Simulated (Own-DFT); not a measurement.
# Cleaving wurtzite GaN, m plane (10-10)

Source: density functional calculations with Own-DFT, an unreviewed in-house program that is no longer used. Nothing was measured or relaxed, and spin and spin-orbit coupling are left out.

Caveats (not all hold for every row): k mesh not checked against a denser one; forces on such cells passed a denser k mesh, each cell not checked.

Both sets of runs: PBE; PseudoDojo norm-conserving scalar-relativistic files (stringent for Ga); cutoff 96 hartree; Gaussian smearing of 0.01 eV. The slab has 64 atoms in 16 layers, two equal faces of 33.07 Å² as cut, 15 Å of vacuum, a dipole correction along the normal and a 6 x 6 x 1 mesh. The bulk cell has 96 atoms, the same measured lattice constants and a 3 x 4 x 3 mesh. In the slab only the 16 atoms nearest the faces were moved at random; u is their rms move along one axis. Energies are counted from -3520.29 eV for each atom.

```
slab run,u (Å),E (eV, cell)
1,0.0453,8.110
2,0.0475,9.075
3,0.0508,8.925
4,0.0732,9.534
5,0.0917,12.110
6,0.0930,10.110
7,0.0938,11.964
8,0.0949,11.029
9,0.0972,11.488
10,0.0981,11.096
11,0.1074,14.192
12,0.1093,11.898
```

| bulk run | u (Å) | E (meV/atom) |
|---|---|---|
| 1 | 0.0197 | 1.07 |
| 2 | 0.0198 | 1.64 |
| 3 | 0.0206 | 2.36 |
| 4 | 0.0210 | 3.02 |
| 5 | 0.0475 | 57.07 |
| 6 | 0.0484 | 52.45 |
| 7 | 0.0485 | 59.36 |
| 8 | 0.0487 | 58.55 |
| 9 | 0.0500 | 61.01 |
| 10 | 0.0519 | 66.29 |

Question: what is the energy of the unrelaxed surface?

## Working it out

Take each set to u = 0 with E = a + b u². Rows are weighted down as u grows, with residuals divided by u² + 0.0006 Å². Slab: a = 7.69 ± 0.26 eV. Bulk: a = -9.7 ± 0.5 meV/atom. The excess is 7.69 - 64 x (-0.0097) = 8.31 ± 0.27 eV. Over two faces that is 126 meV/Å², or 2.01 ± 0.06 J/m². Relaxing the faces would lower the energy, and the unlike meshes and the reach from the smallest u down to zero add errors that aren't counted here.
